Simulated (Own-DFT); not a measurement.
# Shaking the atoms of 6H (3C twinned every three layers) SiC, 48 atoms (C24Si24)

Calculated results; nothing here was measured. They come from Own-DFT, an in-house plane-wave density functional program, since retired, whose code no person has reviewed. Each row is one single-point run on a periodic cell that was not relaxed, without spin or spin-orbit coupling.

Settings of every run: PBE; PseudoDojo norm-conserving scalar-relativistic files; cutoff 42 hartree; 5 x 5 x 2 k mesh centred on Gamma; Fermi-Dirac smearing of 0.1 eV.

Known limits: forces on such cells passed a denser k mesh, each cell not checked; stress not checked against mesh or cutoff.

Cell vectors in Å: (4.360, -4.360, 0.000); (0.000, 4.360, -4.360); (8.719, 8.719, 8.719). In each run every atom was moved at random and independently from its ideal site; u is the rms move along one axis. E is the free energy for each atom above the fitted value at u = 0, and F the rms of the force components.

| run | u (Å) | E (meV/atom) | F (eV/Å) | largest force (eV/Å) | P (GPa) |
|---|---|---|---|---|---|
| 1 | 0.0265 | 30.0 | 0.909 | 2.68 | 3.80 |
| 2 | 0.0292 | 30.3 | 0.867 | 2.61 | 3.82 |
| 3 | 0.0294 | 25.0 | 0.768 | 2.53 | 3.53 |
| 4 | 0.0560 | 117.2 | 1.652 | 5.13 | 5.55 |
| 5 | 0.0571 | 114.1 | 1.668 | 5.51 | 5.62 |
| 6 | 0.0627 | ? | ? | ? | ? |
| 7 | 0.1015 | 389.9 | 3.179 | 11.79 | 11.87 |
| 8 | 0.1062 | 385.3 | 2.990 | 9.10 | 11.78 |

## Worked fit

For small independent moves the energy grows as E = (3/2) K u², with K the mean stiffness felt by one atom. The runs with u up to 0.11 Å give K = 23.9 ± 1.3 eV/Å², with residuals divided by u² + 0.0006 Å², since the noise grows with the moves. The scatter is 8.6 meV/atom at u = 0.05 Å. The forces follow F = G u with G = 29.9 eV/Å²; no force at u = 0 is resolved. G exceeds K because the moves of its neighbours add to the force on an atom, and stiffness differs between atoms. The pressure follows P = 3.05 + 810 u² GPa: at fixed volume, shortened bonds push harder than stretched ones pull.

## Withheld run

Question: what energy and rms force should run 6 give?

The fit gives 141 ± 15 meV/atom and about 1.88 eV/Å. The calculation gave 141.7 meV/atom and 1.856 eV/Å.
